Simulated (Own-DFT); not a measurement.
# Which defects push the lattice out? C11b WSi2

No measurement is shown. These are fixed-geometry runs of a retired plane-wave code named Own-DFT, which no person has reviewed; spin and spin-orbit coupling are neglected.

All runs used: PBE; PseudoDojo norm-conserving scalar-relativistic files; cutoff 50 hartree; 5 x 5 x 5 k mesh centred on Gamma; cold (Marzari-Vanderbilt) smearing of 0.2 eV.

Known weak points: forces on such cells failed a check on a denser k mesh; stress not checked against mesh or cutoff.

All runs share one cell, with vectors in Å (-2.148, -5.953, 3.409); (-6.444, 2.976, 1.136); (-2.553, -2.948, -6.757) and a volume of 403.2 Å³. Atoms were moved at random from their sites; u is the rms move along one axis. The defect's site can differ from row to row.

| cell | formula | u (Å) | P (GPa) |
|---|---|---|---|
| no defect | Si20W10 | 0.0178 | 4.38 |
| no defect | Si20W10 | 0.0214 | 4.60 |
| no defect | Si20W10 | 0.0532 | 6.23 |
| one Si on a W site | Si21W9 | 0.0257 | 6.44 |
| one Si on a W site | Si21W9 | 0.0300 | ? |
| one Si on a W site | Si21W9 | 0.0497 | 6.92 |
| one Si on a W site | Si21W9 | 0.0568 | 8.46 |
| one Si vacancy | Si19W10 | 0.0268 | 3.40 |
| one Si vacancy | Si19W10 | 0.0306 | 3.53 |
| one Si vacancy | Si19W10 | 0.0468 | 4.00 |
| one W vacancy | Si20W9 | 0.0312 | 3.86 |
| one W vacancy | Si20W9 | 0.0499 | 5.03 |
| one W vacancy | Si20W9 | 0.0580 | 5.48 |
| one W on a Si site | Si19W11 | 0.0312 | 9.68 |
| one W on a Si site | Si19W11 | 0.0457 | 10.88 |
| one W on a Si site | Si19W11 | 0.0498 | 11.24 |

## What the rows give

P = P0 + c u² + a shift for each defect gives P0 = 4.23 GPa, c = 703 ± 86 GPa/Å² and a scatter of 0.31 GPa. The shifts, and each times the cell's volume:

- one W on a Si site: 5.07 ± 0.26 GPa, 12.8 eV
- one Si on a W site: 1.56 ± 0.26 GPa, 3.9 eV
- one W vacancy: -1.04 ± 0.27 GPa, -2.6 eV
- one Si vacancy: -1.48 ± 0.25 GPa, -3.7 eV

Against the defect-free cell, a freed cell would be larger where the shift is positive and smaller where it is negative (160.2 GPa Å³ is 1 eV). The atoms around the defects weren't relaxed, which would change these numbers.

## Check

Q: what pressure belongs in the blank (one Si on a W site, u = 0.0300 Å)?

From the fit: 6.42 ± 0.37 GPa. The calculation gave 5.98 GPa.
